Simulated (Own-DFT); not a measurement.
# One host, several defects: C11b WSi2

The numbers are computed, not measured, by runs of the plane-wave DFT program Own-DFT (in-house, retired, unreviewed) at fixed positions, with no spin and no spin-orbit coupling.

Common settings: PBE; PseudoDojo norm-conserving scalar-relativistic files; cutoff 50 hartree; 5 x 5 x 5 k mesh centred on Gamma; cold (Marzari-Vanderbilt) smearing of 0.2 eV.

Caveats: forces on such cells failed a check on a denser k mesh; stress not checked against mesh or cutoff.

All runs share one cell, with vectors in Å (-2.148, -5.953, 3.409); (-6.444, 2.976, 1.136); (-2.553, -2.948, -6.757) and a volume of 403.2 Å³. The atoms are randomly displaced, by u rms on each axis. The defect's site can differ from row to row.

| cell | formula | u (Å) | P (GPa) |
|---|---|---|---|
| no defect | Si20W10 | 0.0202 | 4.41 |
| no defect | Si20W10 | 0.0472 | 6.14 |
| no defect | Si20W10 | 0.0488 | 5.48 |
| one Si on a W site | Si21W9 | 0.0258 | 6.07 |
| one Si on a W site | Si21W9 | 0.0326 | 6.40 |
| one Si on a W site | Si21W9 | 0.0491 | 7.04 |
| one W vacancy | Si20W9 | 0.0291 | 3.85 |
| one W vacancy | Si20W9 | 0.0337 | 3.62 |
| one W vacancy | Si20W9 | 0.0508 | 4.91 |
| one Si vacancy | Si19W10 | 0.0285 | 3.40 |
| one Si vacancy | Si19W10 | 0.0289 | 3.25 |
| one Si vacancy | Si19W10 | 0.0482 | 3.74 |
| one W on a Si site | Si19W11 | 0.0262 | 9.68 |
| one W on a Si site | Si19W11 | 0.0275 | 9.76 |
| one W on a Si site | Si19W11 | 0.0483 | 10.99 |
| one W on a Si site | Si19W11 | 0.0537 | ? |

## Fit

P = P0 + c u² + a shift for each defect gives P0 = 4.31 GPa, c = 622 ± 91 GPa/Å² and a scatter of 0.28 GPa. The shifts, and each times the cell's volume:

- one W on a Si site: 5.05 ± 0.23 GPa, 12.7 eV
- one Si on a W site: 1.34 ± 0.23 GPa, 3.4 eV
- one W vacancy: -1.12 ± 0.22 GPa, -2.8 eV
- one Si vacancy: -1.67 ± 0.23 GPa, -4.2 eV

Positive is outwards. The product with the volume (160.2 GPa Å³ to the eV) is nearly free of the cell's size; divided by the bulk modulus at the cell's pressure it gives the volume that the defect adds. The atoms around the defects weren't relaxed, which would change these numbers.

## Prediction

Q: what pressure belongs in the blank (one W on a Si site, u = 0.0537 Å)?

The fitted form gives 11.15 ± 0.35 GPa. The calculation gave 11.75 GPa.
